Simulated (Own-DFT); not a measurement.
# Computed records: GaN (wurtzite, strained, atoms displaced), GaP (zincblende, strained, atoms displaced)

Computed with Own-DFT development build. A calculation, not a measurement: plane-wave PBE density functional theory by an unreviewed code, no spin, of a simulated periodic cell, stress positive in tension, free energy of the whole cell less one offset for each atom, forces on such cells passed a denser k mesh, this cell's mesh not checked; offsets are fitted by least squares, one for each functional and potential file, so energies compare only between cells with the same atoms and settings and are not formation energies; the far tail of each file's local potential was reset to the Coulomb form; each entry is a single point on an unrelaxed cell, so the pressure reflects the starting lattice, mostly measured values (interpolated for alloys), from which strain is counted, and rises with the displacements; printed positions are rounded, which can move forces by about a meV/angstrom; the program, named Own-DFT, is a retired in-house code; no spin-orbit coupling.

Common to all runs: functional PBE.

(1) GaN (wurtzite, strained, atoms displaced)

```xyz
96
Lattice="12.7560 0.0000 0.0000 -4.7835 8.2853 0.0000 0.0000 0.0000 10.6292" Properties=species:S:1:pos:R:3 GaN
Ga    -0.0606     1.8196    10.6251
Ga     1.6749     0.8635     2.5547
N     -0.0403     1.8153     1.9810
N      1.5523     0.9080     4.6240
Ga     0.0155     1.7804     5.3338
Ga     1.6342     0.9244     8.0908
N     -0.0352     1.9018     7.2936
N      1.5989     0.9040     9.9752
Ga    -1.5706     4.6081     0.0214
Ga     0.0081     3.7069     2.6317
N     -1.5475     4.5628     1.9545
N      0.0541     3.6550     4.6350
Ga    -1.6101     4.6376     5.3370
Ga     0.0307     3.6441     8.0099
N     -1.5317     4.5627     7.3429
N     -0.0768     3.6994     9.9745
Ga    -3.2379     7.4622    10.6172
Ga    -1.5119     6.3823     2.6326
N     -3.2495     7.4100     1.9442
N     -1.5889     6.4782     4.6632
Ga    -3.2203     7.3557     5.3244
Ga    -1.6581     6.4474     7.9744
N     -3.2166     7.3292     7.2956
N     -1.6403     6.4940     9.9331
Ga     3.2018     1.8712     0.0614
Ga     4.8190     0.9441     2.6098
N      3.1293     1.8413     2.0608
N      4.7058     0.9268     4.6616
Ga     3.1612     1.7734     5.2738
Ga     4.7750     0.9042     7.8772
N      3.1550     1.8821     7.3158
N      4.8068     0.8729     9.9820
Ga     1.5861     4.6381    10.6173
Ga     3.2029     3.6505     2.6909
N      1.5306     4.6162     1.9750
N      3.3188     3.7271     4.7109
Ga     1.6181     4.5657     5.3400
Ga     3.1828     3.7252     8.0624
N      1.6027     4.6073     7.3354
N      3.2086     3.7041     9.9370
Ga     0.0424     7.2728    10.5312
Ga     1.6117     6.3659     2.7103
N     -0.0018     7.4681     1.9916
N      1.5875     6.5129     4.5851
Ga    -0.0414     7.3672     5.2932
Ga     1.6227     6.4077     8.0054
N     -0.0604     7.2792     7.2927
N      1.5868     6.3679     9.9752
Ga     6.3151     1.8366     0.0286
Ga     7.9304     0.8527     2.5742
N      6.3903     1.7988     2.0505
N      7.9243     0.9019     4.6508
Ga     6.4362     1.7836     5.3646
Ga     7.9947     0.9406     7.9047
N      6.2607     1.8023     7.3901
N      7.9490     0.9575     9.8966
Ga     4.7904     4.5421     0.0165
Ga     6.3974     3.7327     2.6537
N      4.9020     4.6123     1.9615
N      6.3224     3.7307     4.6559
Ga     4.7807     4.6750     5.3452
Ga     6.3486     3.7326     8.0371
N      4.8324     4.5697     7.3457
N      6.4032     3.6815     9.9574
Ga     3.1698     7.4250    10.5649
Ga     4.7824     6.3806     2.6482
N      3.2438     7.4201     2.0015
N      4.8056     6.4216     4.7299
Ga     3.1134     7.3769     5.3002
Ga     4.7634     6.4957     7.9064
N      3.1655     7.3741     7.3391
N      4.7848     6.5058    10.0252
Ga     9.5445     1.8499    10.5776
Ga    11.2109     0.9237     2.6134
N      9.5959     1.8469     1.9299
N     11.0854     0.9254     4.6116
Ga     9.6066     1.9415     5.3211
Ga    11.2156     0.7968     7.9316
N      9.5130     1.8053     7.3122
N     11.1597     0.8810    10.0783
Ga     7.9599     4.6865     0.0298
Ga     9.6333     3.6344     2.6489
N      7.9653     4.5897     1.9881
N      9.6037     3.6520     4.7164
Ga     7.9831     4.5691     5.3030
Ga     9.5506     3.6724     7.9162
N      8.0094     4.6484     7.3686
N      9.5338     3.7267     9.9259
Ga     6.3601     7.2628    10.5940
Ga     7.9271     6.4387     2.6649
N      6.4300     7.3646     2.0688
N      7.9182     6.3590     4.6472
Ga     6.2897     7.4056     5.3544
Ga     8.0369     6.4348     7.8976
N      6.3812     7.3569     7.2584
N      7.9410     6.4700    10.0043
```

* potential files: PseudoDojo norm-conserving, scalar-relativistic, standard set with the stringent files for Ga
* wave cutoff: 96 hartree
* occupations: Gaussian
* smearing width: 0.01 eV
* k mesh: 3 x 4 x 3 centred on Gamma
* free energy of cell above offsets: -5.858 eV
* pressure: 2.42 GPa
* stress xx: -4.92 GPa
* stress yy: -5.67 GPa
* stress zz: 3.34 GPa
* stress yz: -0.13 GPa
* stress xz: 0.26 GPa
* stress xy: -0.66 GPa

Force:
| element | x (eV/Å) | y (eV/Å) | z (eV/Å) |
| --- | --- | --- | --- |
| Ga | 0.449 | 0.495 | 0.526 |
| Ga | -2.587 | 0.364 | 1.749 |
| N | 1.735 | 0.945 | -0.286 |
| N | 0.454 | -0.446 | -0.317 |
| Ga | -0.74 | 0.717 | -0.552 |
| Ga | -0.367 | 0.234 | -2.016 |
| N | 0.571 | -1.864 | 0.44 |
| N | -0.077 | 1.896 | 0.429 |
| Ga | -1.646 | 0.493 | -0.987 |
| Ga | 0.061 | -1.659 | 0.796 |
| N | -0.619 | 0.684 | 0.552 |
| N | -0.651 | 0.335 | 0.053 |
| Ga | 1.193 | -0.326 | 0.381 |
| Ga | -0.467 | 0.843 | -0.046 |
| N | -0.979 | 0.496 | -0.622 |
| N | 1.779 | -0.61 | -0.106 |
| Ga | 0.329 | -2.12 | 0.634 |
| Ga | -0.988 | 1.377 | 0.004 |
| N | 0.983 | -1.828 | 0.255 |
| N | -0.706 | -0.888 | -0.721 |
| Ga | -0.394 | -0.133 | -0.702 |
| Ga | 0.709 | -0.929 | 0.124 |
| N | 0.612 | 1.442 | -0.115 |
| N | 0.117 | -0.541 | 0.502 |
| Ga | 0.205 | -0.723 | -0.703 |
| Ga | -0.734 | -0.006 | 1.426 |
| N | 1.907 | 0.997 | -1.286 |
| N | 1.494 | -0.337 | -0.455 |
| Ga | -0.303 | 1.298 | 0.915 |
| Ga | -1.697 | -0.97 | 1.344 |
| N | -0.06 | -0.427 | 0.028 |
| N | -0.87 | 0.346 | -0.327 |
| Ga | -0.234 | -1.72 | 0.525 |
| Ga | 0.109 | 0.974 | 0.415 |
| N | 1.645 | -0.356 | -0.255 |
| N | -2.343 | -0.983 | -1.092 |
| Ga | 0.186 | 0.391 | -0.179 |
| Ga | 0.516 | -0.581 | -1.917 |
| N | 0.202 | -0.232 | -0.154 |
| N | -0.599 | -0.393 | 1.646 |
| Ga | -1.36 | 1.46 | 1.264 |
| Ga | -0.1 | 1.907 | -1.3 |
| N | 0.365 | -2.372 | -0.679 |
| N | -0.479 | -1.36 | 1.342 |
| Ga | 0.563 | 0.269 | 0.334 |
| Ga | -0.935 | 0.474 | -0.582 |
| N | 0.936 | 0.786 | 0.044 |
| N | 0.904 | 1.24 | -0.675 |
| Ga | 1.041 | 0.024 | -0.355 |
| Ga | 1.341 | 1.854 | 1.53 |
| N | -0.252 | 1.529 | -1.141 |
| N | 1.23 | 0.374 | -0.347 |
| Ga | -1.887 | 1.317 | -0.228 |
| Ga | -1.644 | -0.135 | 1.005 |
| N | 2.801 | 1.384 | -1.395 |
| N | -0.271 | -0.181 | 0.475 |
| Ga | 0.455 | 1.317 | -0.448 |
| Ga | 0.705 | -1.375 | 1.05 |
| N | -2.262 | -0.613 | -0.072 |
| N | 1.09 | -1.085 | 0.108 |
| Ga | 1.061 | -1.111 | 0.941 |
| Ga | 1.017 | -0.94 | -0.474 |
| N | -1.274 | 1.329 | -0.152 |
| N | -0.414 | 0.102 | 0.838 |
| Ga | 0.33 | -0.213 | 0.799 |
| Ga | 0.616 | 1.606 | 0.526 |
| N | -0.667 | -2.701 | -0.88 |
| N | -1.423 | 1.125 | -1.163 |
| Ga | 1.204 | -0.032 | 0.242 |
| Ga | 0.331 | -1.07 | 1.11 |
| N | -0.229 | -0.181 | -0.698 |
| N | -1.183 | -1.59 | -1.377 |
| Ga | 0.073 | 0.458 | 0.142 |
| Ga | -1.233 | -0.467 | 0.48 |
| N | -0.584 | -0.361 | 0.563 |
| N | 0.966 | 0.109 | 0.487 |
| Ga | -0.744 | -2.765 | 0.377 |
| Ga | -0.614 | 2.364 | 1.271 |
| N | 1.606 | 0.509 | -0.557 |
| N | -0.393 | -0.405 | -1.959 |
| Ga | 0.558 | -1.276 | -0.299 |
| Ga | -0.979 | 0.221 | -0.048 |
| N | 1.023 | 0.125 | 0.24 |
| N | -0.222 | 1.782 | -1.466 |
| Ga | -0.771 | 0.047 | 0.407 |
| Ga | 0.831 | -0.08 | 1.108 |
| N | -0.875 | -1.27 | -1.224 |
| N | 0.364 | -0.185 | 0.378 |
| Ga | 0.283 | 1.807 | 1.654 |
| Ga | 1.07 | -0.228 | 0.413 |
| N | -1.54 | -0.331 | -1.083 |
| N | 0.511 | 1.414 | 0.361 |
| Ga | 1.167 | -0.216 | -1.435 |
| Ga | -1.411 | 0.085 | 1.444 |
| N | 0.25 | -0.826 | 0.602 |
| N | 0.857 | 0.095 | -1.402 |

(2) GaN (wurtzite, strained, atoms displaced)

```xyz
96
Lattice="12.7560 0.0000 0.0000 -4.7835 8.2853 0.0000 0.0000 0.0000 10.6552" Properties=species:S:1:pos:R:3 GaN
Ga     0.0184     1.8728    10.6453
Ga     1.6346     0.8519     2.6907
N      0.0024     1.8967     1.9985
N      1.6005     0.8783     4.7185
Ga    -0.0115     1.8312     5.3517
Ga     1.6158     0.9249     7.9674
N     -0.0328     1.8965     7.3213
N      1.6797     0.9147    10.0516
Ga    -1.6178     4.5760     0.0167
Ga    -0.1059     3.6283     2.6354
N     -1.5988     4.6032     1.9800
N     -0.0074     3.7028     4.7285
Ga    -1.5239     4.5252     5.2376
Ga    -0.0210     3.6208     7.9423
N     -1.5630     4.6150     7.3226
N     -0.0608     3.7322     9.9271
Ga    -3.1756     7.4116     0.0648
Ga    -1.6058     6.3700     2.6246
N     -3.1564     7.2915     1.9775
N     -1.6577     6.4974     4.6381
Ga    -3.3238     7.3485     5.2505
Ga    -1.6416     6.5324     7.9642
N     -3.1469     7.3915     7.3316
N     -1.6251     6.4270    10.0694
Ga     3.1500     1.9205    10.6546
Ga     4.7598     0.9680     2.6451
N      3.1829     1.8598     1.9863
N      4.7529     1.0105     4.6001
Ga     3.1223     1.7980     5.4137
Ga     4.8145     0.8944     7.9536
N      3.1107     1.8856     7.3473
N      4.8027     0.9124    10.0604
Ga     1.6187     4.5135     0.0493
Ga     3.1958     3.6365     2.6770
N      1.6126     4.6729     1.9929
N      3.2047     3.6811     4.6589
Ga     1.4690     4.5660     5.3812
Ga     3.2918     3.6556     8.0682
N      1.6070     4.6982     7.2623
N      3.2338     3.7216    10.0562
Ga     0.0402     7.4112    10.5250
Ga     1.5651     6.5064     2.7261
N     -0.0001     7.3578     2.0473
N      1.5394     6.3703     4.6326
Ga    -0.0097     7.3168     5.3366
Ga     1.5643     6.3216     7.9687
N     -0.0345     7.2549     7.3364
N      1.5118     6.4522    10.0732
Ga     6.3942     1.8603     0.0467
Ga     7.9251     0.9045     2.7018
N      6.3740     1.9394     1.9861
N      7.9370     0.9165     4.6095
Ga     6.3823     1.7906     5.3487
Ga     8.0010     0.9835     7.9738
N      6.3325     1.8064     7.2165
N      8.0266     0.8981    10.0215
Ga     4.7215     4.5405     0.0019
Ga     6.3635     3.7399     2.6319
N      4.8261     4.5878     1.9211
N      6.3360     3.6409     4.6881
Ga     4.7307     4.5810     5.3718
Ga     6.4648     3.7201     8.0085
N      4.8398     4.5401     7.3214
N      6.4207     3.6471     9.9685
Ga     3.2195     7.3469    10.6551
Ga     4.8769     6.5137     2.6847
N      3.1981     7.2309     1.9948
N      4.8188     6.4971     4.5641
Ga     3.2651     7.4312     5.2921
Ga     4.7755     6.3557     7.9483
N      3.2557     7.3753     7.3142
N      4.8119     6.4185    10.0010
Ga     9.5419     1.9276     0.0737
Ga    11.1481     0.8370     2.6190
N      9.6066     1.8788     1.9022
N     11.1539     0.9336     4.6037
Ga     9.4857     1.8350     5.3528
Ga    11.1779     0.9772     7.9988
N      9.5919     1.7606     7.3673
N     11.1174     0.9280     9.9369
Ga     8.0072     4.5480    10.6529
Ga     9.4787     3.5171     2.7231
N      7.9005     4.5179     2.0255
N      9.5211     3.6784     4.6491
Ga     7.9471     4.5902     5.3790
Ga     9.6284     3.6423     7.9149
N      7.9951     4.5979     7.3279
N      9.5645     3.6274    10.0487
Ga     6.4021     7.2811     0.0457
Ga     7.9647     6.4748     2.6862
N      6.4690     7.3712     1.9230
N      7.9070     6.5161     4.6675
Ga     6.3211     7.3332     5.2575
Ga     7.9948     6.4211     8.0019
N      6.4021     7.3158     7.3772
N      8.0125     6.4106    10.0296
```

* potential files: PseudoDojo norm-conserving, scalar-relativistic, standard set with the stringent files for Ga
* wave cutoff: 96 hartree
* occupations: Gaussian
* smearing width: 0.01 eV
* k mesh: 3 x 4 x 3 centred on Gamma
* free energy of cell above offsets: -4.473 eV
* pressure: 2.23 GPa
* stress xx: -4.86 GPa
* stress yy: -4.64 GPa
* stress zz: 2.81 GPa
* stress yz: -0.66 GPa
* stress xz: -0.25 GPa
* stress xy: 0 GPa

Force:
| element | x (eV/Å) | y (eV/Å) | z (eV/Å) |
| --- | --- | --- | --- |
| Ga | -0.708 | -0.402 | -0.291 |
| Ga | -0.283 | 0.767 | -0.234 |
| N | 0.183 | -2.157 | -0.16 |
| N | -0.849 | 0.788 | -0.778 |
| Ga | -0.173 | -0.224 | -0.524 |
| Ga | -0.974 | -0.247 | 1.048 |
| N | 0.804 | -1.753 | -0.59 |
| N | -1.421 | 0.648 | -1.195 |
| Ga | 0.018 | 0.731 | -0.158 |
| Ga | 1.778 | 1.658 | 0.447 |
| N | -1.033 | -1.214 | 0.407 |
| N | 0.194 | -2.193 | -1.847 |
| Ga | -2.669 | 2.281 | 1.365 |
| Ga | 0.433 | 2.417 | 0.973 |
| N | -0.54 | -0.012 | -0.657 |
| N | 1.349 | -0.995 | 0.291 |
| Ga | 0.123 | -1.095 | -0.8 |
| Ga | 0.961 | 1.024 | 0.638 |
| N | -0.896 | 0.919 | 0.954 |
| N | 0.055 | -1.23 | 0.085 |
| Ga | 2.323 | -0.051 | 1.442 |
| Ga | 0.404 | -2.09 | 1.412 |
| N | -1.754 | 0.225 | -0.822 |
| N | 0.2 | 0.505 | -1.158 |
| Ga | 1.27 | -1.441 | 0.72 |
| Ga | 0.405 | -0.811 | -0.069 |
| N | -0.488 | -0.44 | -0.186 |
| N | -0.008 | -1.244 | 1.277 |
| Ga | 1.257 | 0.927 | -1.247 |
| Ga | -0.492 | -0.369 | 0.733 |
| N | 1.379 | -0.404 | 0.303 |
| N | -0.41 | 1.753 | -1.553 |
| Ga | -1.481 | 1.929 | 0.19 |
| Ga | -0.251 | 1.537 | 0.206 |
| N | -0.481 | -1.535 | 0.508 |
| N | -1.235 | -0.306 | 0.477 |
| Ga | 2.862 | 0.916 | -0.979 |
| Ga | -1.226 | 0.709 | -0.704 |
| N | 0.371 | -3.889 | 0.764 |
| N | -1.614 | -1.059 | -1.876 |
| Ga | -1.778 | -1.013 | 2.312 |
| Ga | -0.062 | -1.072 | -0.897 |
| N | -0.398 | 0.825 | -0.79 |
| N | 0.86 | 1.031 | 1.133 |
| Ga | -0.393 | 0.805 | -0.704 |
| Ga | 0.594 | 3.297 | 1.652 |
| N | 0.858 | 1.791 | -0.384 |
| N | 2.56 | -1.453 | -1.761 |
| Ga | 0.399 | -0.699 | -0.502 |
| Ga | 0.081 | -0.281 | -1.892 |
| N | 0.195 | -1.559 | 0.402 |
| N | 0.456 | 0.307 | 0.526 |
| Ga | -1.176 | 0.728 | -1.414 |
| Ga | -1.011 | -1.61 | 1.188 |
| N | 1.028 | 0.502 | 1.933 |
| N | -0.788 | 0.557 | -0.458 |
| Ga | 2.842 | 1.814 | 0.586 |
| Ga | -0.981 | -0.774 | 1.356 |
| N | -0.845 | 0.647 | 1.107 |
| N | 0.565 | 0.868 | -0.137 |
| Ga | 0.529 | -0.153 | -0.945 |
| Ga | -0.798 | -1.17 | 0.109 |
| N | -0.304 | 0.156 | 0.187 |
| N | -0.627 | 0.361 | -0.273 |
| Ga | -0.511 | -0.273 | -0.025 |
| Ga | -1.158 | -1.516 | -1.653 |
| N | 0.591 | 2.113 | 0.298 |
| N | -0.933 | -1.107 | 1.21 |
| Ga | -1.345 | -1.711 | 0.646 |
| Ga | 0.518 | 1.389 | 1.065 |
| N | -0.902 | -0.097 | -0.384 |
| N | -0.395 | -0.647 | -0.44 |
| Ga | 0.46 | -2.314 | -1.992 |
| Ga | 0.442 | 1.881 | 0.07 |
| N | -0.428 | -2.229 | 2.393 |
| N | -0.517 | -0.007 | 0.463 |
| Ga | 1.187 | -0.058 | -0.212 |
| Ga | 0.183 | -2.015 | 0.671 |
| N | -0.35 | 1.548 | -1.606 |
| N | 0.86 | -0.135 | 1.231 |
| Ga | -0.393 | 0.676 | 0.564 |
| Ga | 0.363 | 2.683 | -0.482 |
| N | 2.127 | 1.669 | -0.41 |
| N | 0.331 | -0.314 | 0.641 |
| Ga | -0.551 | 0.174 | -0.968 |
| Ga | -0.044 | 0.512 | 1.119 |
| N | 0.793 | -0.176 | -0.153 |
| N | 0.197 | 1.446 | -1.724 |
| Ga | -0.116 | 0.928 | -2.157 |
| Ga | 0.852 | -1.514 | -0.381 |
| N | -0.779 | -0.235 | 1.129 |
| N | -0.266 | -1.847 | -0.731 |
| Ga | 0.624 | 1.31 | 1.949 |
| Ga | 0.157 | 0.723 | 0.64 |
| N | -0.185 | 0.567 | -1.148 |
| N | -0.001 | 0.098 | -0.367 |

(3) GaP (zincblende, strained, atoms displaced)

```xyz
64
Lattice="10.8620 0.0000 0.0000 0.0000 10.8620 0.0000 0.0000 0.0000 10.9439" Properties=species:S:1:pos:R:3 GaP
Ga     0.0964    10.8037     0.0754
Ga    10.7813     2.6719     2.8653
Ga     2.8370     0.0480     2.6776
Ga     2.6860     2.7311    10.9189
P      1.3590     1.4768     1.3287
P      1.5884     3.9361     4.0173
P      4.2724     1.2511     4.1098
P      4.0487     4.1557     1.3981
Ga     0.0534     0.0225     5.4478
Ga    10.8083     2.6381     8.1909
Ga     2.7427    10.7525     8.2099
Ga     2.7797     2.8458     5.4454
P      1.3995     1.2456     6.7941
P      1.3345     4.0647     9.7065
P      4.1262     1.2140     9.5344
P      3.9716     4.1353     6.8484
Ga    10.7712     5.5555     0.0415
Ga    10.8230     8.1579     2.7686
Ga     2.7291     5.4838     2.6925
Ga     2.7780     8.1443    10.9335
P      1.4201     6.7594     1.4660
P      1.3359     9.4849     4.1649
P      4.1168     6.7322     4.0228
P      4.0237     9.3245     1.3699
Ga    10.8300     5.4658     5.4245
Ga     0.1056     8.2660     8.2066
Ga     2.7824     5.3832     8.2008
Ga     2.8265     8.1882     5.4377
P      1.4010     6.7815     6.7641
P      1.3037     9.4179     9.5508
P      4.1098     6.8087     9.6640
P      4.0299     9.4826     6.8823
Ga     5.3945    10.7282    10.8891
Ga     5.4427     2.8239     2.8799
Ga     8.0316     0.0559     2.7378
Ga     8.1450     2.6971    10.8334
P      6.8401     1.3628     1.2158
P      6.8780     4.0426     4.1434
P      9.5084     1.2486     4.1924
P      9.5266     4.1642     1.1967
Ga     5.4387     0.0826     5.4694
Ga     5.3587     2.6228     8.0629
Ga     8.0889    10.7775     8.1392
Ga     8.1510     2.8050     5.4824
P      6.7358     1.3914     6.9316
P      6.9044     4.0881     9.5900
P      9.4065     1.3998     9.5358
P      9.4333     4.1116     6.8081
Ga     5.4958     5.3684     0.0528
Ga     5.3905     8.1710     2.6963
Ga     8.3281     5.4724     2.6676
Ga     8.1106     8.2694     0.0027
P      6.7276     6.8373     1.3180
P      6.7104     9.5240     4.1118
P      9.5087     6.8157     4.1354
P      9.4993     9.4219     1.2844
Ga     5.4847     5.5234     5.4850
Ga     5.5391     8.1688     8.2966
Ga     8.2753     5.3169     8.3407
Ga     8.1352     8.1348     5.4972
P      6.7028     6.8304     6.7654
P      6.6771     9.5876     9.4893
P      9.5315     6.9286     9.5169
P      9.5337     9.5949     6.8942
```

* potential files: PseudoDojo norm-conserving, scalar-relativistic, standard set
* wave cutoff: 42 hartree
* occupations: Fermi-Dirac
* smearing width: 0.1 eV
* hardware: one NVIDIA H100
* k mesh: 3 x 3 x 3 centred on Gamma
* free energy of cell above offsets: -29.951 eV
* pressure: 4.35 GPa
* stress xx: -4.5 GPa
* stress yy: -4.38 GPa
* stress zz: -4.18 GPa
* stress yz: -0.51 GPa
* stress xz: -0.78 GPa
* stress xy: 0 GPa
* wall time: 565.4 s

Force:
| element | x (eV/Å) | y (eV/Å) | z (eV/Å) |
| --- | --- | --- | --- |
| Ga | -0.732 | 0.673 | -0.687 |
| Ga | 0.434 | 0.541 | -1.028 |
| Ga | -1.039 | -0.223 | 0.22 |
| Ga | 1.324 | -0.239 | -0.091 |
| P | -0.115 | -1.254 | 1.046 |
| P | -2.73 | 1.679 | -0.58 |
| P | -2.274 | 2.028 | -0.961 |
| P | 0.636 | -1.361 | -0.283 |
| Ga | -0.038 | -0.685 | 0.514 |
| Ga | 0.754 | 0.48 | -0.247 |
| Ga | -0.812 | 0.499 | 0.249 |
| Ga | 0.455 | -2.688 | 0.772 |
| P | 0.432 | 1.562 | 0.558 |
| P | -0.553 | 0.73 | -1.718 |
| P | -0.975 | 1.37 | 0.358 |
| P | 2.247 | -0.536 | -0.57 |
| Ga | 1.555 | 0.711 | -0.843 |
| Ga | 0.598 | -0.023 | -0.246 |
| Ga | 0.277 | -0.667 | 0.669 |
| Ga | -1.612 | -0.883 | -0.354 |
| P | -1.344 | 1.212 | -1.206 |
| P | 0.708 | 0.324 | -1.123 |
| P | -0.069 | 0.643 | 0.688 |
| P | 0.411 | 2.43 | -0.076 |
| Ga | 1.047 | -0.812 | 0.217 |
| Ga | -1.215 | -1.879 | -1.713 |
| Ga | -1.557 | 1.21 | 1.5 |
| Ga | -0.509 | -0.807 | -0.199 |
| P | 0.034 | 0.198 | 0.572 |
| P | 1.919 | 1.531 | 1.661 |
| P | 0.472 | -0.85 | -1.04 |
| P | 1.577 | -0.146 | -0.46 |
| Ga | -0.33 | 0.793 | 1.429 |
| Ga | 0.066 | -0.648 | -1.623 |
| Ga | 0.654 | -0.535 | -0.425 |
| Ga | 0.285 | 0.34 | 0.928 |
| P | -1.214 | 0.083 | 1.11 |
| P | -0.212 | 1.707 | -0.633 |
| P | -1.066 | 1.056 | -0.613 |
| P | -0.54 | -1.883 | 1.827 |
| Ga | 0.811 | -1.644 | 1.854 |
| Ga | -0.666 | 1.541 | 1.729 |
| Ga | 0.107 | 1.315 | 0.724 |
| Ga | -0.012 | -1.694 | 0.49 |
| P | 1.541 | -0.714 | -1.976 |
| P | -2.277 | -0.469 | -0.455 |
| P | 1.108 | -1.8 | -0.12 |
| P | 1.567 | -0.226 | 0.156 |
| Ga | -0.208 | 0.209 | -0.55 |
| Ga | 0.803 | -0.729 | 0.714 |
| Ga | -1.485 | 0.026 | -0.038 |
| Ga | -0.862 | -1.05 | -1.132 |
| P | 1.249 | -0.006 | 0.642 |
| P | 0.609 | -0.269 | -0.004 |
| P | -0.138 | 0.127 | -0.317 |
| P | 0.341 | 1.424 | 1.619 |
| Ga | -0.8 | -1.312 | -0.744 |
| Ga | -1.734 | -1.149 | -1.274 |
| Ga | -0.374 | 1.778 | -0.879 |
| Ga | 0.024 | 0.705 | 0.027 |
| P | 1.568 | 0.048 | 1.891 |
| P | 2.072 | -0.5 | 0.882 |
| P | -0.262 | -0.291 | 0.264 |
| P | 0.068 | -1.001 | -1.097 |
